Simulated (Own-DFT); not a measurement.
# A layer strained by its substrate: wurtzite GaN, 72 atoms (Ga36N36)

No measurement is shown. These are fixed-geometry runs of a retired plane-wave code named Own-DFT, which no person has reviewed; spin and spin-orbit coupling are neglected.

Method: PBE; PseudoDojo norm-conserving scalar-relativistic files (stringent for Ga); cutoff 96 hartree; 4 x 4 x 3 k mesh centred on Gamma; Gaussian smearing of 0.01 eV.

Caveats: forces not confirmed at this smearing and k mesh; stress not checked against mesh or cutoff.

Unstrained cell vectors in Å: (9.567, 0.000, 0.000); (-4.784, 8.285, 0.000); (0.000, 0.000, 10.370). The unstrained cell has measured lattice constants (interpolated for alloys), not those of this functional. That, the random moves and any unrelaxed bonds set the pressure at no strain. Each run strains x and y alike by e, as a substrate would, and holds the height along z. Each coordinate of each atom was shifted by a normal deviate of width 0.05 Å. Stress is positive in tension.

```
e (%),u (Å),(s_xx + s_yy)/2 (GPa),s_zz (GPa)
-3.00,0.054,-28.13,-10.74
-1.25,0.053,-14.27,-9.62
-1.00,0.043,-12.16,-7.61
0.50,0.051,-5.06,-5.26
0.75,0.052,-3.33,-6.52
1.00,0.048,-1.27,-6.74
1.25,0.048,-0.72,-5.08
2.50,0.047,?,?
2.75,0.050,5.26,-3.06
3.00,0.049,6.15,-1.73
```

## Analysis

With e as a fraction, the in-plane stress is -6.9 + 563 e - 4475 e² GPa (errors 11 and 548, scatter 0.59), and s_zz is -6.9 + 144 e GPa (slope ± 16, scatter 0.87). At e = 0 the first slope is C11 + C12 and the second 2 C13, both with the ions held to the strained lattice and at the cell's own pressure. The term in e² is negative: the layer stiffens under compression and softens under tension. A free layer would change its height as e changes, and the in-plane slope would drop by 2 C13²/C33 to the biaxial modulus. At fixed height, a misfit of 1 % moves the in-plane stress by about 5.6 GPa and s_zz by 1.4 GPa.

## Check

Asked: what are the two stresses at e = 2.50 %?

The fitted form gives 4.4 and -3.3 GPa. The run itself gave 4.50 and -2.73 GPa.
